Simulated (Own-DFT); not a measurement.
AlN (wurtzite, strained, atoms displaced) (calculated)

Computed with Own-DFT development build. A calculation, not a measurement: plane-wave PBE density functional theory by an unreviewed code, no spin, of a simulated periodic cell, stress positive in tension, free energy of the whole cell less one offset for each atom, forces on such cells passed a denser k mesh, this cell's mesh not checked; offsets are fitted by least squares, one for each functional and potential file, so energies compare only between cells with the same atoms and settings and are not formation energies; the far tail of each file's local potential was reset to the Coulomb form; each entry is a single point on an unrelaxed cell, so the pressure reflects the starting lattice, mostly measured values (interpolated for alloys), from which strain is counted, and rises with the displacements; printed positions are rounded, which can move forces by about a meV/angstrom; the program, named Own-DFT, is a retired in-house code; no spin-orbit coupling.

Settings shared by all entries: functional PBE; potential files PseudoDojo norm-conserving, scalar-relativistic, standard set; wave cutoff 42 hartree; occupations Fermi-Dirac; smearing width 0.1 eV; hardware one NVIDIA H100; k mesh 2 x 2 x 2 centred on Gamma.

(1) AlN (wurtzite, strained, atoms displaced)

```
CELL_PARAMETERS angstrom
12.33670 -0.23090 0.02620
-6.36830 10.84920 0.00300
0.02100 0.01490 9.91420
ATOMIC_POSITIONS crystal
Al 0.08268 0.16802 0.00096
Al 0.16871 0.08105 0.24671
N 0.08667 0.16889 0.19708
N 0.16200 0.07801 0.44365
Al 0.08557 0.16849 0.49527
Al 0.16812 0.08207 0.75130
N 0.08259 0.17209 0.68857
N 0.17368 0.08655 0.93662
Al 0.08459 0.41822 0.00538
Al 0.16393 0.32667 0.24453
N 0.07479 0.40715 0.19159
N 0.16885 0.33365 0.44006
Al 0.07583 0.41827 0.49820
Al 0.17340 0.34168 0.74994
N 0.08197 0.41381 0.67977
N 0.16877 0.33547 0.94545
Al 0.08730 0.67154 0.00250
Al 0.15960 0.58040 0.25213
N 0.08172 0.66010 0.18934
N 0.16938 0.58437 0.45401
Al 0.08625 0.65866 0.50543
Al 0.17262 0.58950 0.75348
N 0.08599 0.66960 0.69221
N 0.16838 0.58076 0.94355
Al 0.08757 0.91346 0.99717
Al 0.16336 0.83039 0.25175
N 0.08035 0.91846 0.19418
N 0.16595 0.83307 0.44557
Al 0.08872 0.92271 0.50032
Al 0.16923 0.83546 0.75219
N 0.08160 0.91326 0.68945
N 0.16797 0.83342 0.93941
Al 0.33088 0.16889 0.99743
Al 0.41677 0.08016 0.25295
N 0.33177 0.16897 0.19747
N 0.41746 0.08452 0.44552
Al 0.34520 0.17406 0.49970
Al 0.42344 0.09320 0.75306
N 0.34233 0.16553 0.68802
N 0.41364 0.08412 0.93450
Al 0.32693 0.41735 0.99504
Al 0.41165 0.32932 0.25487
N 0.34190 0.42157 0.19032
N 0.41560 0.33236 0.44003
Al 0.33509 0.41805 0.50086
Al 0.41254 0.32992 0.75436
N 0.32333 0.41497 0.68254
N 0.41942 0.33367 0.94342
Al 0.33314 0.66639 0.00276
Al 0.41686 0.58437 0.24816
N 0.33634 0.66715 0.18557
N 0.41434 0.58516 0.44841
Al 0.33873 0.66744 0.49976
Al 0.40921 0.57459 0.74899
N 0.32746 0.66612 0.69186
N 0.41278 0.57726 0.94641
Al 0.33557 0.92328 0.00280
Al 0.41986 0.83218 0.24822
N 0.32860 0.90746 0.18618
N 0.41707 0.83455 0.44455
Al 0.33687 0.92126 0.49637
Al 0.42191 0.83613 0.75273
N 0.33263 0.92113 0.69440
N 0.41938 0.83385 0.94334
Al 0.58153 0.16951 0.00337
Al 0.66201 0.07956 0.25296
N 0.59198 0.18128 0.19436
N 0.66977 0.08301 0.44148
Al 0.58435 0.16676 0.49791
Al 0.66483 0.08641 0.75952
N 0.58672 0.16528 0.68932
N 0.66501 0.08223 0.93845
Al 0.57149 0.41357 0.99764
Al 0.66763 0.33458 0.25480
N 0.58799 0.41263 0.20219
N 0.66932 0.33524 0.44219
Al 0.59246 0.42065 0.49210
Al 0.65588 0.32456 0.75904
N 0.58418 0.41868 0.69816
N 0.66413 0.33251 0.94323
Al 0.58665 0.66916 0.99860
Al 0.66674 0.59129 0.25163
N 0.58324 0.66794 0.18855
N 0.66310 0.57825 0.43259
Al 0.58519 0.67010 0.49743
Al 0.67800 0.58840 0.75340
N 0.58064 0.66890 0.69084
N 0.66511 0.58036 0.93987
Al 0.58463 0.91328 0.00582
Al 0.67207 0.84468 0.25553
N 0.58440 0.91797 0.19642
N 0.66588 0.83508 0.44025
Al 0.58730 0.92359 0.50305
Al 0.67384 0.83770 0.74964
N 0.57373 0.91769 0.68578
N 0.66873 0.83312 0.94450
Al 0.83706 0.16447 0.00501
Al 0.91526 0.08322 0.25578
N 0.82586 0.15772 0.18507
N 0.91459 0.08579 0.44498
Al 0.82447 0.16122 0.50143
Al 0.91273 0.08104 0.75039
N 0.83675 0.16958 0.68695
N 0.91566 0.08500 0.93867
Al 0.82360 0.40439 0.01186
Al 0.91849 0.33716 0.26102
N 0.83970 0.41952 0.18002
N 0.91860 0.33377 0.43588
Al 0.83352 0.41742 0.50118
Al 0.91901 0.33676 0.74782
N 0.82799 0.40754 0.69988
N 0.92092 0.33889 0.94613
Al 0.82697 0.66269 0.99301
Al 0.91170 0.57541 0.25362
N 0.83644 0.66426 0.19171
N 0.91765 0.58888 0.44434
Al 0.83859 0.67199 0.50600
Al 0.91752 0.58116 0.76013
N 0.83707 0.66821 0.68741
N 0.91926 0.58343 0.94280
Al 0.83270 0.91523 0.00032
Al 0.91020 0.83315 0.25194
N 0.84303 0.92229 0.19692
N 0.91760 0.83787 0.44098
Al 0.82691 0.91313 0.49853
Al 0.90848 0.82401 0.75382
N 0.83827 0.92669 0.69221
N 0.92109 0.83615 0.93377
```

- free energy of cell above offsets: -51.810 eV
- pressure: 9.84 GPa
- stress xx: -10.04 GPa
- stress yy: -9.14 GPa
- stress zz: -10.34 GPa
- stress yz: 0.25 GPa
- stress xz: 0.19 GPa
- stress xy: -6.92 GPa
- wall time: 370.8 s

Force:
```tsv
element	x (eV/Å)	y (eV/Å)	z (eV/Å)
Al	0.648	-0.461	-0.097
Al	-1.665	-0.021	1.615
N	0.011	-1.934	-1.611
N	0.983	2.564	-0.908
Al	-0.027	-0.037	1.001
Al	-0.901	0.052	-1.751
N	1.465	-0.524	0.86
N	-2.183	-0.961	0.848
Al	-0.26	-0.179	-0.452
Al	0.258	2.633	1.653
N	1.824	1.664	0.522
N	-0.962	0.415	-0.923
Al	3.462	-0.557	0.124
Al	-3.691	-2.808	0.13
N	0.251	1.296	2.4
N	-1.758	-0.963	-1.066
Al	0.194	-1.513	-0.475
Al	1.702	-0.247	0.218
N	-0.475	1.092	0.822
N	-0.036	-0.526	-2.824
Al	-1.615	2.461	0.175
Al	-2.225	-1.951	-0.083
N	-0.011	-0.765	0.804
N	-0.815	0.712	-0.096
Al	-0.936	0.883	0.609
Al	-0.819	-0.455	0.623
N	1.225	-1.033	-1.261
N	0.2	-0.409	-0.955
Al	-0.085	-1.99	0.597
Al	-0.692	-0.142	-1.052
N	-0.24	0.348	0.896
N	0.223	0.202	0.732
Al	1.694	0.108	1.389
Al	-0.654	0.637	-0.415
N	1.91	-0.983	-1.607
N	0.453	0.228	-1.533
Al	-1.955	-1.503	0.17
Al	0.313	-2.737	-1.247
N	-1.99	1.271	0.397
N	0.202	0.797	2.389
Al	2.844	-0.042	2.261
Al	0.761	1.576	-0.615
N	-0.916	-1.112	-0.329
N	0.381	1.112	0.892
Al	-0.309	-0.461	-1.387
Al	0.047	0.674	-1.291
N	4.039	0.717	1.385
N	-3.88	-1.2	-1.273
Al	0.52	0.129	-1.037
Al	-0.329	-0.217	0.611
N	-0.617	-0.389	1.912
N	1.298	-0.29	-1.645
Al	-1.148	0.748	1.141
Al	-0.193	2.049	0.254
N	3.093	1.044	-0.174
N	0.172	1.758	-1.507
Al	0.826	-1.22	-1.51
Al	-1.497	-0.889	0.882
N	0.677	1.884	1.28
N	0.168	0.266	-1.228
Al	-0.329	-1.461	1.83
Al	-3.101	-1.178	0.228
N	1.64	0.368	-0.416
N	-0.536	0.098	0.3
Al	0.633	-0.606	-0.1
Al	0.062	1.599	-0.548
N	0.016	-4.27	-0.342
N	-2.66	-0.038	-1.063
Al	0.709	0.289	0.764
Al	1.018	-0.446	-2.301
N	-0.448	0.493	-0.116
N	-0.199	-0.015	2.379
Al	4.302	1.519	2.422
Al	0.678	1.694	-0.194
N	-2.141	1.374	-1.701
N	0.237	-0.797	0.008
Al	-1.563	-0.883	1.466
Al	0.966	1.551	-1.288
N	0.187	-0.036	-1.033
N	-1.271	-0.234	0.472
Al	-0.533	-1.182	0.096
Al	1.067	-1.737	-1.337
N	0.419	1.543	0.424
N	-0.021	2.452	2.176
Al	0.195	-1.019	0.566
Al	-2.792	-1.581	-0.871
N	1.49	0.006	0.277
N	-1.175	0.256	0.091
Al	-0.334	0.904	-0.743
Al	0.486	-1.66	-1.028
N	0.427	0.034	-0.79
N	-0.909	-0.112	0.297
Al	-0.472	-1.586	-0.206
Al	-2.236	-0.498	-0.049
N	3.967	1.385	0.871
N	-0.602	0.15	-0.652
Al	-1.131	1.202	-1.576
Al	0.026	0.998	-0.075
N	0.683	1.028	2.317
N	-0.391	-0.767	-0.538
Al	2.98	1.899	0.663
Al	0.5	2.834	-0.356
N	-0.932	-0.672	1.103
N	0.527	-0.898	0.657
Al	1.312	1.766	-4.703
Al	-1.116	-1.803	-3.565
N	-0.358	-0.993	5.67
N	-2.433	-0.677	2.048
Al	0.531	0.316	1.355
Al	0.314	-0.879	1.196
N	-0.612	1.674	-1.33
N	-0.552	-1.661	-0.852
Al	2.594	0.704	1.954
Al	-0.266	1.628	-0.566
N	-0.9	0.736	-0.58
N	0.574	-1.522	-0.132
Al	-0.405	-0.096	-2.15
Al	0.422	-0.595	-1.402
N	0.507	-0.747	1.164
N	-1.173	-0.289	0.741
Al	1.409	1.022	0.403
Al	1.983	-0.92	0.232
N	-1.874	-0.562	-1.403
N	-0.62	-0.747	0.501
Al	2.011	1.792	0.676
Al	0.955	3.045	-1.741
N	0.502	-3.174	-0.75
N	-1.208	-0.815	1.916
```

(2) AlN (wurtzite, strained, atoms displaced)

```
CELL_PARAMETERS angstrom
12.52360 0.07040 -0.17120
-6.20080 10.60340 -0.03330
-0.13700 -0.10990 10.04590
ATOMIC_POSITIONS crystal
Al 0.08652 0.17012 0.00222
Al 0.16835 0.08384 0.24073
N 0.08968 0.16507 0.18694
N 0.16584 0.08042 0.44768
Al 0.08507 0.16910 0.49511
Al 0.17424 0.10164 0.75109
N 0.08631 0.17055 0.69570
N 0.16405 0.07607 0.94333
Al 0.08447 0.41684 0.00119
Al 0.17504 0.34562 0.25448
N 0.08429 0.42912 0.19459
N 0.15890 0.33101 0.43801
Al 0.07942 0.41682 0.50686
Al 0.16060 0.33342 0.74657
N 0.08215 0.41817 0.69339
N 0.17206 0.33658 0.94260
Al 0.08367 0.66651 0.00076
Al 0.16546 0.57909 0.24480
N 0.08222 0.67237 0.19354
N 0.16138 0.58287 0.44635
Al 0.09124 0.67774 0.50849
Al 0.16962 0.58375 0.76007
N 0.09206 0.67116 0.68699
N 0.17207 0.58584 0.94597
Al 0.07575 0.90930 0.99986
Al 0.16810 0.83126 0.24871
N 0.07594 0.90716 0.19272
N 0.16737 0.83418 0.43286
Al 0.08612 0.91631 0.49068
Al 0.16833 0.83704 0.74824
N 0.08513 0.91896 0.69335
N 0.16578 0.84195 0.94400
Al 0.32610 0.16554 0.99466
Al 0.41753 0.08658 0.25725
N 0.34147 0.17440 0.18809
N 0.41885 0.08954 0.44312
Al 0.33411 0.17022 0.48605
Al 0.41056 0.07782 0.74870
N 0.33974 0.16724 0.69583
N 0.42039 0.08647 0.94204
Al 0.33346 0.41553 0.99751
Al 0.41736 0.33987 0.24880
N 0.33329 0.42216 0.19211
N 0.42197 0.33357 0.43852
Al 0.33404 0.41816 0.50387
Al 0.41658 0.32524 0.74911
N 0.33990 0.42297 0.69098
N 0.42674 0.33474 0.94106
Al 0.32956 0.66657 0.00004
Al 0.42261 0.58942 0.24408
N 0.34375 0.67314 0.19300
N 0.41854 0.58399 0.45084
Al 0.34062 0.66235 0.49901
Al 0.41808 0.58521 0.74132
N 0.33055 0.67022 0.68396
N 0.42353 0.57389 0.93627
Al 0.33333 0.91945 0.99400
Al 0.41503 0.83085 0.25218
N 0.33160 0.91371 0.19939
N 0.41521 0.83609 0.44039
Al 0.33166 0.91433 0.49509
Al 0.41954 0.83232 0.75037
N 0.32886 0.91768 0.69712
N 0.41736 0.83208 0.93676
Al 0.57747 0.16722 0.00117
Al 0.65362 0.07887 0.24569
N 0.57712 0.16619 0.19578
N 0.66819 0.09302 0.44553
Al 0.58721 0.17576 0.49926
Al 0.67550 0.08818 0.74362
N 0.58664 0.17071 0.69141
N 0.66019 0.07095 0.94477
Al 0.58126 0.41246 0.01319
Al 0.66887 0.32841 0.24875
N 0.58045 0.41087 0.19934
N 0.67275 0.33026 0.45352
Al 0.57785 0.41756 0.49918
Al 0.66973 0.32872 0.75609
N 0.58268 0.41479 0.69294
N 0.66222 0.33390 0.93315
Al 0.58871 0.67078 0.99677
Al 0.66491 0.58291 0.25334
N 0.57722 0.66881 0.18423
N 0.66615 0.58277 0.44078
Al 0.59122 0.67218 0.50182
Al 0.67038 0.58670 0.75557
N 0.58074 0.66362 0.69364
N 0.66028 0.57613 0.94722
Al 0.59464 0.92210 0.00446
Al 0.67018 0.83992 0.25501
N 0.57569 0.91630 0.19120
N 0.66661 0.84194 0.43911
Al 0.58507 0.91475 0.48964
Al 0.66285 0.82802 0.75137
N 0.58572 0.91954 0.68683
N 0.67074 0.83663 0.94807
Al 0.82920 0.17019 0.00441
Al 0.92032 0.08585 0.24784
N 0.83380 0.16619 0.18409
N 0.91738 0.08060 0.43770
Al 0.83693 0.17059 0.50308
Al 0.91211 0.07791 0.75123
N 0.83573 0.17131 0.69839
N 0.92268 0.08630 0.94961
Al 0.83776 0.42134 0.00037
Al 0.90869 0.33230 0.24404
N 0.83376 0.41931 0.19336
N 0.92299 0.33263 0.43740
Al 0.84079 0.41403 0.50431
Al 0.91708 0.33428 0.74329
N 0.84313 0.42098 0.69022
N 0.92458 0.33343 0.93929
Al 0.82207 0.65621 0.00340
Al 0.91964 0.58621 0.24863
N 0.82986 0.66490 0.19802
N 0.90468 0.58100 0.43905
Al 0.83216 0.67481 0.50100
Al 0.91746 0.57881 0.74866
N 0.84179 0.66599 0.69582
N 0.91252 0.58201 0.93845
Al 0.83745 0.92302 0.00561
Al 0.91289 0.82696 0.25391
N 0.83798 0.92607 0.19239
N 0.91272 0.83685 0.43188
Al 0.82914 0.91254 0.49682
Al 0.91868 0.82710 0.75518
N 0.83118 0.91498 0.69215
N 0.91521 0.82874 0.94025
```

* free energy of cell above offsets: -51.836 eV
* pressure: 5.87 GPa
* stress xx: -3.22 GPa
* stress yy: -13.08 GPa
* stress zz: -1.32 GPa
* stress yz: -3.27 GPa
* stress xz: -3.32 GPa
* stress xy: 1.61 GPa
* wall time: 414.4 s

Force:
```tsv
element	x (eV/Å)	y (eV/Å)	z (eV/Å)
Al	0.462	-0.441	-0.345
Al	1.066	-0.847	0.958
N	-1.777	1.712	0.921
N	-0.086	1.494	-1.801
Al	-0.116	-1.226	0.826
Al	1.628	-3.42	0.211
N	-1.881	-0.39	-1.518
N	-1.085	1.325	-0.507
Al	0.719	-0.012	0.554
Al	-1.076	-1.522	-0.772
N	0.437	-5.415	-2.042
N	1.37	1.308	0.737
Al	1.009	1.114	-0.978
Al	1.767	1.231	1.077
N	-0.128	-0.047	0.043
N	-1.024	-0.327	-0.579
Al	-0.7	1.062	0.18
Al	-0.22	5.174	2.788
N	0.974	-2.456	-1.461
N	1.37	0.373	-1.074
Al	-0.634	-2.082	-1.988
Al	-0.043	0.932	-1.823
N	-0.974	-0.982	2.339
N	-1.78	-0.781	-0.362
Al	-0.078	0.839	0.796
Al	-0.397	1.46	-0.121
N	0.128	1.173	-0.158
N	-0.029	0.3	1.027
Al	-0.943	-0.369	1.763
Al	-0.556	0.18	1.001
N	-0.732	0.325	-1.039
N	1.604	-2.129	-0.743
Al	2.123	0.404	0.777
Al	-0.507	-0.684	-0.791
N	-1.274	-1.313	0.23
N	0.318	-0.916	-0.025
Al	0.134	-0.886	2.07
Al	1.929	1.761	0.784
N	-2.057	-0.853	-1.715
N	-1.587	-0.73	-0.521
Al	1.467	0.041	0.091
Al	0.263	-0.653	0.216
N	0.445	-0.244	-0.323
N	-2.518	0.511	-0.542
Al	0.083	-0.78	-0.199
Al	0.449	3.311	0.864
N	-0.929	-2.785	-0.444
N	-2.577	-1.124	0.095
Al	3.231	0.943	0.396
Al	-0.387	-0.45	1.253
N	-1.996	-2.205	-0.909
N	1.962	-0.169	-2.034
Al	-3.786	1.396	0.142
Al	-0.473	0.374	1.723
N	1.028	-1.179	1.108
N	-2.065	2.199	-0.267
Al	0.564	-0.317	1.082
Al	-0.505	1.448	0.284
N	-0.066	0.895	-1.344
N	1.297	-0.928	-0.031
Al	-0.115	1.148	1.078
Al	-0.492	1.27	-0.309
N	1.376	-1.369	-1.73
N	0.109	0.158	0.79
Al	1.484	-0.112	-0.208
Al	1.925	1.338	1.416
N	0.498	-0.224	-1.415
N	1.092	-1.534	-1.187
Al	-0.297	-2.547	1.708
Al	-2.162	-1.133	0.992
N	0.041	-1.869	-0.045
N	-0.154	4.895	-1.407
Al	0.325	0.278	-1.222
Al	-0.585	1.512	2.09
N	0.435	0.943	-0.248
N	-1.038	3.043	-2.459
Al	3.005	-0.007	1.494
Al	-1.014	1.794	-2.07
N	0.351	0.558	-0.489
N	1.65	0.069	3.097
Al	-0.873	-0.951	0.437
Al	-0.125	0.182	-0.452
N	2.349	0.633	1.206
N	-0.745	0.961	0.197
Al	-0.995	-0.746	0.178
Al	0.313	-1.577	-0.213
N	1.056	0.665	-0.798
N	0.481	0.722	-0.504
Al	-1.965	-3.365	0.451
Al	-0.13	-0.195	-1.816
N	1.345	-0.513	0.271
N	1.929	-2.257	-0.364
Al	-2.779	2.31	2.118
Al	0.049	1.836	0.481
N	0.27	-0.942	-0.195
N	0.505	-0.203	-1.245
Al	1.152	-0.924	-1.553
Al	0.287	1.432	0.386
N	-1.09	-0.072	1.622
N	-0.642	0.66	0.678
Al	-0.004	-1.065	-0.666
Al	0.956	1.175	1.039
N	1.07	-1.123	-1.571
N	-1.317	0.228	-1.46
Al	-0.228	-1.455	-0.312
Al	2.177	0.16	1.159
N	-0.715	-0.514	-1.361
N	-1.323	-0.242	0.051
Al	-1.438	1.078	-0.955
Al	0.937	0.819	2.05
N	-1.085	-1.767	0.115
N	-1.991	0.341	-0.057
Al	0.968	1.724	0.248
Al	-0.406	0.253	1.596
N	-0.418	-1.046	-1.529
N	1.844	0.862	0.502
Al	1.454	-1.569	0.191
Al	0.87	1.938	0.216
N	-2.206	-0.534	-1.103
N	0.935	0.444	0.365
Al	0.729	-0.904	-0.434
Al	-0.17	1.846	-1.615
N	-0.265	-2.744	0.063
N	0.723	-0.452	2.031
Al	0.569	1.755	0.944
Al	-0.017	2.151	-0.331
N	0.12	-1.344	-0.605
N	-1.433	-0.506	0.789
```
